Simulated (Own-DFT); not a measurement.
# Strain and stress in 4H SiC, 72 atoms (C36Si36)

All numbers below are calculated, not measured. They come from Own-DFT, an in-house plane-wave density functional program, since retired, whose code no person has reviewed. Each row is one single-point run on a periodic cell that was not relaxed, without spin or spin-orbit coupling.

Settings of every run: PBE; PseudoDojo norm-conserving scalar-relativistic files; cutoff 42 hartree; 4 x 4 x 3 k mesh centred on Gamma; Fermi-Dirac smearing of 0.1 eV.

Known limits: forces on such cells passed a denser k mesh, each cell not checked; stress not checked against mesh or cutoff.

Unstrained cell vectors in Å: (9.248, 0.000, 0.000); (-4.624, 8.009, 0.000); (0.000, 0.000, 10.068). The unstrained cell has measured lattice constants (interpolated for alloys), not those of this functional. That, the random moves and any unrelaxed bonds set the pressure at no strain. Each run strains this cell uniformly, with the atoms carried along. Every atom was also moved at random, by a Gaussian of width 0.05 Å on each axis. Strain is the symmetric tensor, in per cent. Stress is positive in tension, and the pressure is minus a third of its trace.

```
run,e_xx (%),e_yy (%),e_zz (%),e_yz (%),e_xz (%),e_xy (%),s_xx (GPa),s_yy (GPa),s_zz (GPa),s_yz (GPa),s_xz (GPa),s_xy (GPa),P (GPa),E (meV/atom)
1,-0.90,1.95,-1.11,-0.58,-0.73,-1.28,-8.77,3.68,-12.34,-2.02,-2.35,-6.55,5.81,32.5
2,-0.02,-1.77,-1.61,0.60,0.70,-1.45,-5.41,-17.02,-19.33,2.27,2.39,-6.43,13.92,46.9
3,1.98,0.48,-0.25,0.44,0.04,1.95,5.64,-1.63,-6.78,0.21,0.77,8.89,0.92,27.2
4,-1.34,0.17,-0.51,-0.03,-0.22,-0.13,-11.83,-5.63,-11.11,0.22,-1.08,-0.20,9.52,30.8
5,-1.38,-1.06,-0.04,-0.87,0.12,-0.83,-13.52,-14.99,-7.66,-3.94,-0.69,-5.79,12.05,54.1
6,-1.62,0.58,1.04,-0.15,-1.91,1.69,-16.42,-1.84,0.55,-0.95,-6.86,7.72,5.90,37.0
7,1.87,-1.63,-1.85,0.32,-0.06,0.71,0.55,-12.73,-17.16,0.59,0.32,3.47,9.78,54.5
8,-1.88,0.10,1.55,0.13,-1.05,-0.09,-15.76,-4.34,1.83,0.81,-3.23,-0.20,6.09,30.3
9,-1.64,0.21,-1.12,-0.65,1.27,-0.35,-14.62,-7.29,-12.41,-3.54,3.04,-0.67,11.44,40.2
10,0.92,-1.13,1.59,-1.00,-1.59,-0.69,-0.06,-11.83,2.57,-4.35,-4.97,-5.40,3.11,38.0
11,1.73,-0.67,-1.01,-1.80,1.48,-0.80,2.25,-7.10,-11.85,-6.42,5.49,-2.73,5.57,37.2
12,-1.21,0.09,-1.63,2.00,0.58,0.14,-12.52,-6.82,-16.21,7.75,1.40,1.38,11.85,33.6
13,0.97,-1.24,-1.78,-1.31,-1.53,0.20,0.42,-11.32,-20.18,-4.20,-4.89,0.76,10.36,35.3
14,-0.19,1.84,0.88,0.64,0.37,0.55,-3.45,3.72,1.31,1.99,1.25,3.00,-0.53,0.0
15,-0.54,-1.03,-1.56,0.45,0.33,-0.03,-9.89,-12.74,-17.13,1.49,1.37,-0.33,13.25,39.5
16,-0.51,-0.94,0.93,1.03,0.96,0.27,-8.44,-9.63,-2.57,3.05,3.32,1.31,6.88,36.2
17,0.02,0.06,1.23,1.03,-0.64,-1.62,?,?,?,?,?,?,?,?
```

E is the free energy for each atom above the lowest run shown.

## Worked fit

Each stress component was fitted by least squares to a constant and the strains of the runs shown, as fractions, with shears doubled. Shear strains stay in the fit of a normal stress only where such slopes are resolved. The slopes, in GPa:

```
stress  at no strain  per e_xx  per e_yy  per e_zz  scatter
  s_xx          -5.5  543 ± 32   76 ± 38   17 ± 33     1.50
  s_yy          -5.5   94 ± 27  553 ± 33   47 ± 29     1.31
  s_zz          -6.4   45 ± 23  110 ± 27  614 ± 24     1.09
```

Each shear stress against twice its own strain: yz 190 ± 10, xz 160 ± 6, xy 249 ± 14 GPa. These are stiffnesses along x, y and z of the frame in which the cell vectors are given, which need not be the crystal's axes. The atoms are held to the strained lattice; where symmetry lets them move under strain, relaxing them would lower some slopes. The table should be nearly symmetric about its diagonal, and what it lacks of that shows the noise. A ninth of its sum, 233 ± 4 GPa, estimates the bulk modulus near the mean pressure of these runs, 7.9 GPa, so it lies above the value at zero pressure.

## Withheld run

Question: what normal stresses and pressure should run 17 give?

The fit gives s_xx = -5.1, s_yy = -4.6, s_zz = 1.2 and P = 2.8 GPa. The calculation gave -5.99, -4.19, -0.56 and P = 3.58 GPa.
